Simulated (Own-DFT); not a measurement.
Hf36O71 (tetragonal hafnia with one neutral oxygen vacancy, atoms displaced) (calculated)

A calculation, not a measurement: plane-wave PBE and HSE06 DFT by an unreviewed code, no spin, of a simulated cell at Gamma alone, so results move with cell size and shape, stress positive in tension, energies less offsets, not probed for a lower state with spin; hafnium file: forces about 75 meV/angstrom off all-electron values; oxygen file: force components 24 meV/angstrom off all-electron in a glass; k mesh not checked against a denser one; forces and stress are PBE's, HSE06 gives the energy alone, and its difference from PBE has offsets of its own; offsets are fitted by least squares, one for each functional and potential file, so energies compare only between cells with the same atoms and settings and are not formation energies; the far tail of each file's local potential was reset to the Coulomb form; each entry is a single point on an unrelaxed cell, so the pressure reflects the starting lattice, taken from the Materials Project, from which strain is counted, and rises with the displacements; printed positions are rounded, which can move forces by about a meV/angstrom; the program is a retired in-house code; no spin-orbit coupling. Program: Own-DFT development build.

Common to all runs: first functional PBE; second functional HSE06; exact exchange share 0.25; screening 0.11 1/bohr; exchange divergence Gygi-Baldereschi; potential files PseudoDojo norm-conserving, scalar-relativistic, made for PBE, standard set; wave cutoff 48 hartree; occupations fixed; k mesh 1 x 1 x 1 centred on Gamma.

(1) Hf36O71 (tetragonal hafnia with one neutral oxygen vacancy, atoms displaced)

```
CELL_PARAMETERS angstrom
10.78000 0.00000 0.00000
0.00000 10.78000 0.00000
0.00000 0.00000 10.44930
ATOMIC_POSITIONS crystal
Hf 0.00725 0.99413 0.98003
Hf 0.18396 0.17818 0.24792
O 0.99429 0.15854 0.15387
O 0.16321 0.00182 0.33753
O 0.99723 0.17500 0.40179
O 0.16183 0.98979 0.12063
Hf 0.01083 0.98968 0.50519
Hf 0.16279 0.17288 0.75283
O 0.01436 0.17343 0.65659
O 0.17368 0.98809 0.83835
O 0.00400 0.17122 0.90571
O 0.16906 0.01489 0.59927
Hf 0.99334 0.33697 0.00042
Hf 0.15883 0.50413 0.25884
O 0.00040 0.51710 0.13966
O 0.17113 0.33616 0.35302
O 0.98782 0.50942 0.41032
O 0.16986 0.33792 0.08588
Hf 0.00095 0.34008 0.49684
Hf 0.16283 0.49763 0.74404
O 0.99325 0.48968 0.66476
O 0.16798 0.33433 0.85327
O 0.99850 0.48973 0.89019
O 0.16627 0.32089 0.59103
Hf 0.98664 0.66457 0.99825
Hf 0.15914 0.84058 0.25228
O 0.99583 0.84111 0.13970
O 0.17109 0.68505 0.35146
O 0.99207 0.83110 0.40204
O 0.15827 0.66791 0.10850
Hf 0.99749 0.67282 0.50875
Hf 0.15840 0.83094 0.74553
O 0.01325 0.83161 0.64994
O 0.15586 0.66780 0.84296
O 0.99721 0.83083 0.89300
O 0.16000 0.68686 0.59304
Hf 0.33701 0.00030 0.99823
Hf 0.50171 0.17860 0.24961
O 0.32009 0.16784 0.15886
O 0.49569 0.98500 0.34385
O 0.34258 0.15513 0.39979
O 0.50774 0.00660 0.08709
Hf 0.33186 0.99835 0.49624
Hf 0.49755 0.16955 0.76222
O 0.33687 0.15917 0.65930
O 0.48721 0.99755 0.84460
O 0.31701 0.17360 0.89479
O 0.49290 0.00276 0.60218
Hf 0.33478 0.33396 0.99612
Hf 0.50909 0.49406 0.25330
O 0.33955 0.51391 0.16312
O 0.50911 0.33346 0.34761
O 0.33356 0.49717 0.39663
O 0.50296 0.33269 0.09814
Hf 0.33207 0.32485 0.49451
Hf 0.50483 0.51655 0.77053
O 0.33904 0.50310 0.65144
O 0.50013 0.33558 0.84523
O 0.32330 0.51334 0.89639
O 0.49384 0.33202 0.59799
Hf 0.35158 0.66930 0.00750
Hf 0.50027 0.82458 0.24828
O 0.33670 0.83827 0.14865
O 0.50684 0.66705 0.35258
O 0.33315 0.82568 0.40229
O 0.49660 0.65626 0.09304
Hf 0.32995 0.67794 0.51181
Hf 0.49168 0.84174 0.75903
O 0.33584 0.83113 0.65899
O 0.49095 0.66837 0.82565
O 0.33599 0.83919 0.90412
O 0.51245 0.66403 0.58499
Hf 0.65930 0.00554 0.00524
Hf 0.84119 0.15222 0.25459
O 0.67215 0.17846 0.15003
O 0.66978 0.17942 0.39976
O 0.83115 0.00596 0.09976
Hf 0.67184 0.00384 0.49231
Hf 0.83840 0.16408 0.73891
O 0.65359 0.17360 0.64155
O 0.82141 0.00115 0.85596
O 0.66203 0.15881 0.92359
O 0.82757 0.00018 0.59447
Hf 0.67318 0.33827 0.00142
Hf 0.83535 0.49545 0.25505
O 0.67917 0.50016 0.15881
O 0.83010 0.32982 0.35493
O 0.66682 0.51183 0.41345
O 0.83281 0.32725 0.09646
Hf 0.68038 0.33162 0.51076
Hf 0.83417 0.49661 0.73816
O 0.67995 0.49735 0.65189
O 0.83651 0.33250 0.85009
O 0.66684 0.50278 0.91329
O 0.83669 0.34008 0.60009
Hf 0.67205 0.66279 0.99744
Hf 0.83111 0.83404 0.24659
O 0.66173 0.83649 0.14993
O 0.83771 0.67345 0.34787
O 0.66161 0.82291 0.39611
O 0.83633 0.67232 0.09242
Hf 0.66562 0.67032 0.49223
Hf 0.83006 0.83648 0.74813
O 0.67958 0.83103 0.65329
O 0.82821 0.66460 0.83048
O 0.66216 0.83364 0.92195
O 0.82403 0.67155 0.58985
```

- PBE energy of cell above offsets: -85.121 eV
- HSE06 less PBE above offsets: 0.737 eV
- PBE pressure: 6.2 GPa
- PBE stress xx: -6.05 GPa
- PBE stress yy: -6.53 GPa
- PBE stress zz: -6.02 GPa
- PBE stress yz: -0.88 GPa
- PBE stress xz: -0.91 GPa
- PBE stress xy: 0.23 GPa

Force:
```csv
element,x (eV/Å),y (eV/Å),z (eV/Å)
Hf,-0.585,0.559,4.047
Hf,-8.766,-1.94,2.649
O,2.097,1.12,0.092
O,-0.019,1.247,3.458
O,-0.478,-1.448,1.128
O,1.057,1.577,-4.734
Hf,-0.806,1.959,-1.728
Hf,3.473,-0.385,0.744
O,-5.16,-0.636,-1.028
O,-1.056,2.593,1.901
O,0.067,-1.293,-1.083
O,-0.07,-1.261,-0.867
Hf,0.914,-0.258,-0.397
Hf,2.662,3.101,-1.463
O,-1.118,-2.236,1.975
O,-0.616,0.334,-0.641
O,1.386,-1.086,-0.906
O,-0.457,0.015,1.972
Hf,-0.062,-1.619,-0.135
Hf,1.968,0.439,2.309
O,3.219,0.678,-3.748
O,0.169,1.098,-1.562
O,-0.277,1.636,1.582
O,0.412,1.135,0.71
Hf,4.802,-0.393,-1.062
Hf,0.321,-1.149,-2.703
O,-0.749,-0.593,0.859
O,-0.88,-3.854,0.78
O,0.185,1.376,0.008
O,0.956,0.147,-1.267
Hf,-1.755,0.317,-1.765
Hf,3.576,-2.019,2.482
O,-5.234,1.544,-2.011
O,-0.107,-0.381,-0.74
O,-0.43,0.226,-0.382
O,1.037,-1.79,0.771
Hf,-1.318,-0.837,0.917
Hf,1.964,-2.046,-0.321
O,7.596,0.023,-4.348
O,0.551,2.382,-0.043
O,-0.401,2.072,-0.799
O,-4.751,0.819,2.052
Hf,1.59,-1.068,0.938
Hf,-0.568,0.374,-3.022
O,-0.706,0.682,-0.289
O,0.369,2.135,1.637
O,1.641,-1.072,2.189
O,1.338,-0.967,-0.904
Hf,-0.829,1.617,-0.902
Hf,-1.526,1.839,1.209
O,-0.905,-0.874,-0.726
O,-0.757,-0.002,0.041
O,-0.383,0.099,1.251
O,-0.862,0.084,0.189
Hf,1.968,2.063,1.83
Hf,-0.417,-7.963,-6.817
O,-1.415,0.559,0.6
O,-0.066,0.558,1.702
O,1.44,-1.443,1.179
O,0.521,-0.113,-0.876
Hf,-7.541,0.414,-0.995
Hf,0.089,0.304,1.071
O,0.28,-0.305,-0.02
O,-0.81,-0.904,-2.073
O,0.029,2.041,0.368
O,5.31,0.092,1.149
Hf,1.842,-2.6,-1.261
Hf,1.421,0.177,-2.959
O,-0.906,-0.451,-0.924
O,-0.02,5.553,4.822
O,0.81,-1.416,0.231
O,-2.747,0.228,2.265
Hf,4.762,-2.393,0.943
Hf,-0.39,0.196,-0.743
O,-1.103,-0.441,1.867
O,-0.25,-3.063,-0.059
O,-0.018,-0.431,0.399
Hf,-2.592,-0.678,-0.43
Hf,-0.451,0.338,1.441
O,2.653,-0.487,1.675
O,1.405,0.523,-2.103
O,-0.69,4.101,-3.822
O,2.388,0.824,0.314
Hf,0.032,-2.721,0.679
Hf,0.658,0.651,1.038
O,-1.374,0.083,-0.764
O,0.501,1.39,-0.632
O,0.554,-4.055,-2.243
O,0.718,1.37,0.642
Hf,-3.962,1.538,-1.009
Hf,-0.69,0.202,3.113
O,-3.221,-0.434,0.534
O,-1.282,-1.142,-0.707
O,-0.905,-0.164,-1.686
O,1.628,-1.66,0.782
Hf,0.859,2.625,1.773
Hf,-0.211,0.751,-0.441
O,0.525,-0.872,0.874
O,0.06,-1.218,-1.463
O,1.099,3.911,-0.358
O,-2.795,0.026,0.563
Hf,0.117,0.537,1.024
Hf,0.349,-0.401,0.47
O,-2.879,1.022,0.403
O,-0.131,0.467,1.785
O,-0.426,-1.041,-2.543
O,3.56,-0.165,1.068
```

(2) Hf36O71 (tetragonal hafnia with one neutral oxygen vacancy, atoms displaced)

```
CELL_PARAMETERS angstrom
10.78000 0.00000 0.00000
0.00000 10.78000 0.00000
0.00000 0.00000 10.44930
ATOMIC_POSITIONS crystal
Hf 0.00338 0.99711 0.99475
Hf 0.16719 0.16686 0.24893
O 0.99635 0.16683 0.15294
O 0.17276 0.99914 0.34926
O 0.99701 0.16801 0.40324
O 0.16679 0.00167 0.10202
Hf 0.99779 0.99916 0.50288
Hf 0.16794 0.16705 0.74652
O 0.99844 0.16147 0.65035
O 0.17057 0.00027 0.83825
O 0.99820 0.16247 0.90747
O 0.17054 0.00301 0.59787
Hf 0.99948 0.33249 0.99941
Hf 0.16815 0.50164 0.25059
O 0.00049 0.49489 0.14917
O 0.16818 0.33534 0.34568
O 0.99848 0.50371 0.40257
O 0.16824 0.33917 0.09878
Hf 0.00340 0.33432 0.50295
Hf 0.16660 0.49699 0.75031
O 0.99972 0.50217 0.64704
O 0.16519 0.33656 0.85055
O 0.99930 0.49872 0.90263
O 0.16724 0.33342 0.59783
Hf 0.00602 0.66026 0.99853
Hf 0.16757 0.83445 0.25790
O 0.17026 0.66377 0.34673
O 0.99844 0.83741 0.40069
O 0.15887 0.66679 0.09794
Hf 0.00517 0.66534 0.49864
Hf 0.16334 0.82814 0.74905
O 0.99971 0.83513 0.65177
O 0.16568 0.66889 0.84903
O 0.99909 0.82930 0.89786
O 0.16032 0.67006 0.59152
Hf 0.33361 0.99913 0.00244
Hf 0.50178 0.17059 0.24969
O 0.33532 0.16593 0.15416
O 0.50225 0.99655 0.34463
O 0.33077 0.16470 0.40357
O 0.50051 0.99755 0.09277
Hf 0.32760 0.99986 0.49912
Hf 0.50358 0.16676 0.75251
O 0.32659 0.16399 0.65491
O 0.49768 0.99651 0.85691
O 0.33097 0.16726 0.90303
O 0.49847 0.00508 0.59425
Hf 0.33405 0.32779 0.00302
Hf 0.49960 0.49902 0.24724
O 0.33334 0.49770 0.14864
O 0.49890 0.32930 0.34414
O 0.33177 0.49762 0.40184
O 0.50310 0.33397 0.10115
Hf 0.33582 0.33382 0.49321
Hf 0.50383 0.49891 0.74904
O 0.32959 0.50418 0.65388
O 0.50099 0.32884 0.84931
O 0.33161 0.50391 0.90223
O 0.49743 0.33246 0.60093
Hf 0.33359 0.66300 0.99993
Hf 0.50687 0.82977 0.24947
O 0.33649 0.83393 0.15147
O 0.49770 0.66605 0.35269
O 0.32996 0.83809 0.40103
O 0.49736 0.66534 0.09810
Hf 0.33588 0.66707 0.49733
Hf 0.50284 0.83365 0.74888
O 0.33284 0.83242 0.65432
O 0.49952 0.67214 0.84416
O 0.33464 0.83162 0.90307
O 0.50172 0.66454 0.59467
Hf 0.67306 0.99737 0.00124
Hf 0.83473 0.16735 0.25081
O 0.66676 0.16635 0.15140
O 0.83261 0.99493 0.34302
O 0.66618 0.16480 0.39996
O 0.82981 0.99872 0.10030
Hf 0.66991 0.99923 0.49949
Hf 0.83276 0.16695 0.75232
O 0.66505 0.16853 0.65130
O 0.83239 0.99854 0.84954
O 0.66763 0.16480 0.90242
O 0.83286 0.00364 0.59809
Hf 0.66452 0.33117 0.99884
Hf 0.83615 0.50219 0.25145
O 0.66833 0.50160 0.15687
O 0.83912 0.33119 0.34935
O 0.66404 0.50212 0.40341
O 0.83250 0.33207 0.09593
Hf 0.66601 0.33260 0.50359
Hf 0.82954 0.49898 0.74846
O 0.66755 0.49508 0.64969
O 0.82735 0.33675 0.85001
O 0.66432 0.50076 0.90185
O 0.83686 0.32827 0.59659
Hf 0.66650 0.66404 0.99461
Hf 0.83045 0.83605 0.25394
O 0.66892 0.83661 0.15267
O 0.83626 0.66517 0.35167
O 0.66499 0.82799 0.40139
O 0.83301 0.67081 0.09981
Hf 0.66803 0.66554 0.49631
Hf 0.83271 0.83314 0.74513
O 0.66777 0.83152 0.65126
O 0.83016 0.66812 0.84105
O 0.66922 0.83292 0.90745
O 0.83148 0.66601 0.59728
```

* PBE energy of cell above offsets: -100.655 eV
* HSE06 less PBE above offsets: -0.146 eV
* PBE pressure: 1.09 GPa
* PBE stress xx: -0.37 GPa
* PBE stress yy: -1.1 GPa
* PBE stress zz: -1.8 GPa
* PBE stress yz: -0.72 GPa
* PBE stress xz: -0.39 GPa
* PBE stress xy: -0.03 GPa

Force:
```csv
element,x (eV/Å),y (eV/Å),z (eV/Å)
Hf,-0.532,-0.84,1.127
Hf,-0.487,-0.373,0.139
O,0.999,0.227,0.048
O,-0.564,0.764,-0.065
O,0.418,-0.671,0.075
O,-0.446,-0.181,-0.522
Hf,0.906,0.613,-0.201
Hf,-0.262,-0.188,0.438
O,0.157,0.343,0.621
O,-0.565,-0.395,1.04
O,-0.118,1.086,-0.821
O,-1.646,-0.304,-0.303
Hf,0.096,-0.007,0.706
Hf,-0.448,-0.586,-0.724
O,-0.133,0.175,0.398
O,-0.101,-0.331,0.266
O,0.403,-0.922,-0.366
O,-0.134,-0.813,-0.254
Hf,-0.554,0.046,-0.85
Hf,-0.146,0.366,0.076
O,-0.119,-0.301,0.776
O,-0.035,-0.652,-0.254
O,-0.155,-0.324,-0.641
O,0.35,0.106,0.011
Hf,-1.712,1.079,0.184
Hf,0.076,0.215,-1.482
O,-0.048,0.605,0.273
O,0.506,-0.65,0.041
O,1.645,0.149,0.527
Hf,-2.152,0.319,-0.346
Hf,0.942,0.889,0.142
O,-0.343,0.308,-0.424
O,-0.148,-1.123,-0.228
O,0.192,0.405,0.786
O,1.958,0.132,0.907
Hf,0.784,-1.035,-0.351
Hf,0.491,-2.333,-0.256
O,-0.335,0.482,-0.295
O,0.204,0.518,-0.209
O,0.139,0.776,-0.266
O,0.236,0.303,0.514
Hf,1.109,0.023,0.229
Hf,-1.196,-1.532,-0.18
O,1.801,0.468,-0.126
O,0.249,0.657,-1.767
O,-0.024,0.06,0.226
O,0.659,-0.178,0.329
Hf,-0.345,0.788,-0.287
Hf,0.325,0.502,0.121
O,0.07,0.322,0.572
O,-0.11,1.264,1.047
O,0.314,0.412,-0.243
O,-0.563,0.069,-0.297
Hf,-0.65,-0.724,0.909
Hf,-1.149,0.454,0.091
O,0.752,0.014,-0.151
O,0.047,1.053,0.085
O,0.397,-1.32,-0.166
O,0.093,0.206,-0.37
Hf,-0.359,1.513,0.127
Hf,-1.078,1.03,-0.356
O,-0.696,-0.239,0.606
O,-0.352,-0.375,-0.704
O,0.027,-1.436,0.415
O,0.897,-0.329,-0.078
Hf,-0.027,0.6,0.403
Hf,-1.118,0.935,0.301
O,0.23,-0.366,-0.32
O,0.383,-1.414,0.177
O,-0.402,-0.108,0.277
O,-0.046,-0.244,0.409
Hf,-1.39,0.008,0.214
Hf,-0.222,-0.009,-0.203
O,0.024,0.269,0.056
O,-0.237,1.556,1.363
O,0.153,0.435,0.58
O,1.75,-0.214,-0.193
Hf,-1.587,-0.046,-0.528
Hf,0.132,-0.063,-0.035
O,0.53,0.119,0.146
O,0.041,0.176,-0.507
O,-0.022,0.257,-0.373
O,-0.231,-0.248,0.06
Hf,0.875,-0.345,0.459
Hf,0.164,-0.139,-0.072
O,-0.253,-0.026,-0.376
O,-0.561,0.813,-0.208
O,-0.028,-1.254,-0.075
O,-0.28,0.028,-0.054
Hf,0.568,-0.189,-0.586
Hf,1.114,0.732,-0.198
O,-0.251,-0.255,0.23
O,0.284,-0.636,-0.447
O,-0.346,-0.387,-0.434
O,-0.653,0.231,0.374
Hf,0.481,0.955,1.185
Hf,1.264,-1.478,-1.429
O,-0.466,-0.32,0.049
O,-0.342,0.299,-0.467
O,0.202,0.833,0.056
O,0.369,-0.263,-0.649
Hf,0.222,0.08,0.474
Hf,0.218,-0.328,0.784
O,-0.209,0.465,-0.156
O,-0.255,-0.746,0.337
O,-0.042,-0.355,-0.793
O,0.428,0.056,-0.105
```

(3) Hf36O71 (tetragonal hafnia with one neutral oxygen vacancy, atoms displaced)

```
CELL_PARAMETERS angstrom
10.78000 0.00000 0.00000
0.00000 10.78000 0.00000
0.00000 0.00000 10.44930
ATOMIC_POSITIONS crystal
Hf 0.00263 0.99816 0.00004
Hf 0.16114 0.16979 0.25015
O 0.00158 0.16963 0.15312
O 0.16466 0.99995 0.35011
O 0.99922 0.16663 0.40297
O 0.16733 0.00481 0.09693
Hf 0.99925 0.00081 0.49868
Hf 0.16868 0.17187 0.75263
O 0.00285 0.16491 0.65576
O 0.16510 0.99878 0.85041
O 0.00183 0.16827 0.90301
O 0.16574 0.00390 0.60043
Hf 0.99597 0.33681 0.00175
Hf 0.16364 0.50297 0.24998
O 0.00263 0.49934 0.15163
O 0.16608 0.32996 0.34716
O 0.99866 0.49914 0.40865
O 0.16869 0.33379 0.09834
Hf 0.99776 0.33512 0.50492
Hf 0.16429 0.50599 0.74864
O 0.99794 0.49598 0.65197
O 0.16606 0.33469 0.85194
O 0.99410 0.50425 0.90875
O 0.17026 0.33270 0.59507
Hf 0.99903 0.67367 0.00034
Hf 0.16535 0.83533 0.24856
O 0.00123 0.83323 0.15556
O 0.16762 0.66722 0.34799
O 0.99859 0.83424 0.39669
O 0.16693 0.66730 0.09335
Hf 0.00279 0.67032 0.50175
Hf 0.17105 0.83414 0.74883
O 0.00233 0.83282 0.64598
O 0.16228 0.66583 0.84393
O 0.99561 0.83212 0.90298
O 0.17126 0.66552 0.60420
Hf 0.33152 0.00463 0.00023
Hf 0.49981 0.16873 0.24984
O 0.33264 0.16734 0.15083
O 0.49866 0.99514 0.35155
O 0.33071 0.16862 0.40047
O 0.49500 0.99828 0.09111
Hf 0.33609 0.99977 0.50650
Hf 0.49592 0.16611 0.75055
O 0.33337 0.16827 0.65068
O 0.49756 0.00574 0.85310
O 0.33167 0.16753 0.90206
O 0.50321 0.00301 0.60204
Hf 0.33673 0.33379 0.99842
Hf 0.49824 0.50065 0.24864
O 0.33571 0.50332 0.15059
O 0.49768 0.33246 0.34760
O 0.33134 0.49699 0.40768
O 0.49913 0.33207 0.09425
Hf 0.33346 0.33288 0.50077
Hf 0.49986 0.49622 0.75236
O 0.33034 0.49900 0.65547
O 0.49763 0.33265 0.84950
O 0.33137 0.49503 0.90418
O 0.49996 0.33318 0.60082
Hf 0.33274 0.66456 0.00515
Hf 0.49885 0.82814 0.24978
O 0.33441 0.82820 0.15568
O 0.49853 0.66903 0.35028
O 0.33644 0.83235 0.40091
O 0.49659 0.67297 0.10180
Hf 0.33485 0.66527 0.50318
Hf 0.49670 0.83294 0.74306
O 0.32663 0.83443 0.64966
O 0.49851 0.66387 0.84888
O 0.33337 0.83290 0.90036
O 0.49712 0.66545 0.59707
Hf 0.66367 0.99690 0.99535
Hf 0.82931 0.17159 0.24714
O 0.66035 0.16462 0.15226
O 0.83325 0.99866 0.34527
O 0.66235 0.16712 0.39851
O 0.83559 0.99955 0.09742
Hf 0.67289 0.99913 0.49982
Hf 0.83515 0.16950 0.74972
O 0.66866 0.15992 0.65373
O 0.83429 0.00381 0.84940
O 0.66442 0.16312 0.89189
O 0.83040 0.00009 0.59926
Hf 0.66825 0.33108 0.99568
Hf 0.83017 0.50332 0.25663
O 0.66519 0.50181 0.15229
O 0.83217 0.33198 0.34682
O 0.66522 0.49789 0.39807
O 0.83128 0.33588 0.09967
Hf 0.66946 0.33482 0.50518
Hf 0.83048 0.50309 0.74471
O 0.66579 0.49865 0.65175
O 0.83365 0.33149 0.84489
O 0.66484 0.49822 0.90262
Hf 0.66166 0.66698 0.99636
Hf 0.83841 0.83202 0.24884
O 0.66202 0.83915 0.14859
O 0.83707 0.66537 0.35026
O 0.67287 0.83304 0.40096
O 0.83289 0.66270 0.09803
Hf 0.66834 0.66848 0.50095
Hf 0.83544 0.83061 0.74981
O 0.66313 0.83282 0.65025
O 0.83325 0.66834 0.84395
O 0.66815 0.83088 0.90307
O 0.83243 0.66056 0.59890
```

To be estimated
1. Hf36O71 (tetragonal hafnia with one neutral oxygen vacancy, atoms displaced) (entry 3): PBE stress yy?
2. What PBE stress zz does the calculation give for Hf36O71 (tetragonal hafnia with one neutral oxygen vacancy, atoms displaced) (entry 3)?
3. Give the missing PBE pressure for Hf36O71 (tetragonal hafnia with one neutral oxygen vacancy, atoms displaced) (entry 3).

Calculated values
1. 0.39 GPa
2. -0.91 GPa
3. 0.46 GPa

Further results for Hf36O71 (tetragonal hafnia with one neutral oxygen vacancy, atoms displaced) (entry 3):

- PBE energy of cell above offsets: -100.841 eV
- HSE06 less PBE above offsets: -0.133 eV
- PBE stress xx: -0.86 GPa
- PBE stress yz: -0.11 GPa
- PBE stress xz: -0.37 GPa
- PBE stress xy: 0.02 GPa

Force:
```csv
element,x (eV/Å),y (eV/Å),z (eV/Å)
Hf,-0.589,1.328,-0.369
Hf,1.386,-0.275,0.107
O,-1.248,0.058,-0.15
O,-0.155,-0.277,-0.312
O,-0.263,0.282,0.396
O,-0.376,-0.72,0.449
Hf,0.476,0.363,-0.059
Hf,-0.357,-0.326,0.261
O,-0.649,0.672,-0.483
O,-0.02,0.057,-0.411
O,-0.093,-0.127,0.387
O,0.11,-0.35,-0.23
Hf,1.472,-0.216,-0.041
Hf,0.499,-1.345,-0.087
O,-0.704,0.052,0.94
O,-0.271,1.437,0.005
O,0.13,0.361,-0.331
O,-0.329,0.204,-0.139
Hf,0.408,-0.674,-0.329
Hf,0.428,-1.39,0.616
O,-0.061,-0.225,0.124
O,-0.288,0.505,-0.846
O,0.006,-0.109,-0.617
O,-1.142,-0.031,0.466
Hf,-0.154,-1.667,0.196
Hf,1.255,0.425,0.877
O,0.165,-0.161,-1.079
O,-0.409,0.139,0.145
O,-0.052,-0.427,0.612
O,-0.464,0.079,0.496
Hf,0.148,-0.051,-0.366
Hf,-0.95,0.467,0.803
O,-0.427,-0.363,0.456
O,0.043,0.663,0.581
O,-0.012,0.568,-0.511
O,-1.027,-0.125,-0.773
Hf,0.326,-0.349,-0.097
Hf,-1.094,-0.931,0.629
O,0.015,-0.137,0.154
O,0.087,0.618,-0.5
O,0.298,-0.728,0.699
O,0.563,0.085,0.603
Hf,-0.25,0.567,-1.792
Hf,1.023,-0.112,-0.093
O,-0.035,-0.269,0.206
O,0.015,-1.511,-1.077
O,-0.057,0.12,-0.56
O,-0.487,-0.566,0.084
Hf,-1.246,-0.584,0.659
Hf,0.369,-0.388,0.52
O,-0.565,0.168,0.42
O,0.007,0.659,-0.276
O,0.114,0.915,-0.476
O,0.87,0.26,0.367
Hf,0.15,-0.703,-0.505
Hf,-0.826,-0.024,-0.07
O,0.716,0.169,0.153
O,0.205,0.001,-0.158
O,0.183,1.463,-0.256
O,0.526,0.147,-0.131
Hf,0.265,0.289,-0.82
Hf,-0.053,1.435,0.185
O,-0.994,0.166,-0.426
O,0.302,-1.158,0.136
O,-0.459,-0.028,0.953
O,0.839,-0.595,-0.501
Hf,-0.343,-0.008,-1.251
Hf,-0.066,0.451,1.402
O,1.693,0.154,-0.281
O,0.251,0.391,-0.291
O,-0.11,-0.259,0.024
O,0.773,0.296,0.498
Hf,0.125,0.402,0.76
Hf,0.212,-1.196,0.015
O,1.182,0.164,-0.736
O,0,0.535,0.16
O,0.509,0.221,0.777
O,-0.216,-0.008,-0.209
Hf,-1.099,0.671,-0.776
Hf,-0.215,-1.089,0.183
O,-0.087,1.122,-0.607
O,0.052,-1.178,-0.496
O,0.214,0.963,1.341
O,1.204,-0.417,-0.116
Hf,-0.533,-0.547,0.233
Hf,0.165,-0.549,-1.212
O,-0.163,0.1,0.08
O,0.053,0.529,0.812
O,0.328,0.468,0.869
O,-0.383,-0.423,-0.173
Hf,-0.33,-0.744,-0.666
Hf,0.619,-0.5,1.006
O,-0.089,-0.29,-0.275
O,-0.191,0.966,-0.198
O,0.117,0.155,-0.314
Hf,0.217,-0.159,1.03
Hf,-1.692,0.733,-0.033
O,1.088,-0.438,0.328
O,-0.115,0.374,0.227
O,0.054,-0.693,0.38
O,-0.303,0.522,-0.085
Hf,-0.575,0.03,-0.739
Hf,-0.173,1.441,0.084
O,0.621,-0.452,0.191
O,-0.275,-0.185,0.186
O,-0.147,0.204,-0.846
O,0.333,0.466,-0.098
```
